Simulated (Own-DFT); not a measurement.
# What a defect does to the pressure of its cell: C11b WSi2

Source: density functional calculations with Own-DFT, an unreviewed in-house program that is no longer used. Nothing was measured or relaxed, and spin and spin-orbit coupling are left out.

All runs used: PBEsol; PseudoDojo norm-conserving scalar-relativistic files, made for PBE; cutoff 50 hartree; 5 x 5 x 5 k mesh centred on Gamma; cold (Marzari-Vanderbilt) smearing of 0.2 eV.

Keep in mind: forces on such cells failed a check on a denser k mesh; stress not checked against mesh or cutoff.

All runs share one cell, with vectors in Å (-2.148, -5.953, 3.409); (-6.444, 2.976, 1.136); (-2.553, -2.948, -6.757) and a volume of 403.2 Å³. u is the rms random offset of the atoms per axis. The defect's site can differ from row to row.

| cell | formula | u (Å) | P (GPa) |
|---|---|---|---|
| no defect | Si20W10 | 0.0191 | 0.29 |
| no defect | Si20W10 | 0.0451 | 1.75 |
| no defect | Si20W10 | 0.0542 | 2.18 |
| one Si on a W site | Si21W9 | 0.0309 | 2.25 |
| one Si on a W site | Si21W9 | 0.0456 | 2.52 |
| one Si on a W site | Si21W9 | 0.0483 | 3.47 |
| one W vacancy | Si20W9 | 0.0250 | -0.35 |
| one W vacancy | Si20W9 | 0.0332 | -0.04 |
| one W vacancy | Si20W9 | 0.0418 | 0.59 |
| one Si vacancy | Si19W10 | 0.0285 | -0.63 |
| one Si vacancy | Si19W10 | 0.0358 | -0.38 |
| one Si vacancy | Si19W10 | 0.0500 | ? |
| one Si vacancy | Si19W10 | 0.0514 | 0.06 |
| one W on a Si site | Si19W11 | 0.0318 | 5.43 |
| one W on a Si site | Si19W11 | 0.0507 | 6.90 |
| one W on a Si site | Si19W11 | 0.0550 | 7.11 |

## What the rows give

P = P0 + c u² + a shift for each defect gives P0 = 0.16 GPa, c = 703 ± 89 GPa/Å² and a scatter of 0.27 GPa. The shifts, and each times the cell's volume:

- one W on a Si site: 4.77 ± 0.22 GPa, 12.0 eV
- one Si on a W site: 1.33 ± 0.22 GPa, 3.4 eV
- one W vacancy: -0.90 ± 0.23 GPa, -2.3 eV
- one Si vacancy: -1.58 ± 0.22 GPa, -4.0 eV

A positive shift means that the defect pushes the cell outwards. Shift times volume (160.2 GPa Å³ is 1 eV) depends little on the cell's size, so, taken for each site, it can be compared between cells at like pressure. The atoms around the defects weren't relaxed, which would change these numbers.

## Check

The question: what pressure belongs in the blank (one Si vacancy, u = 0.0500 Å)?

The fit gives 0.33 ± 0.32 GPa. The calculation gave 0.52 GPa.
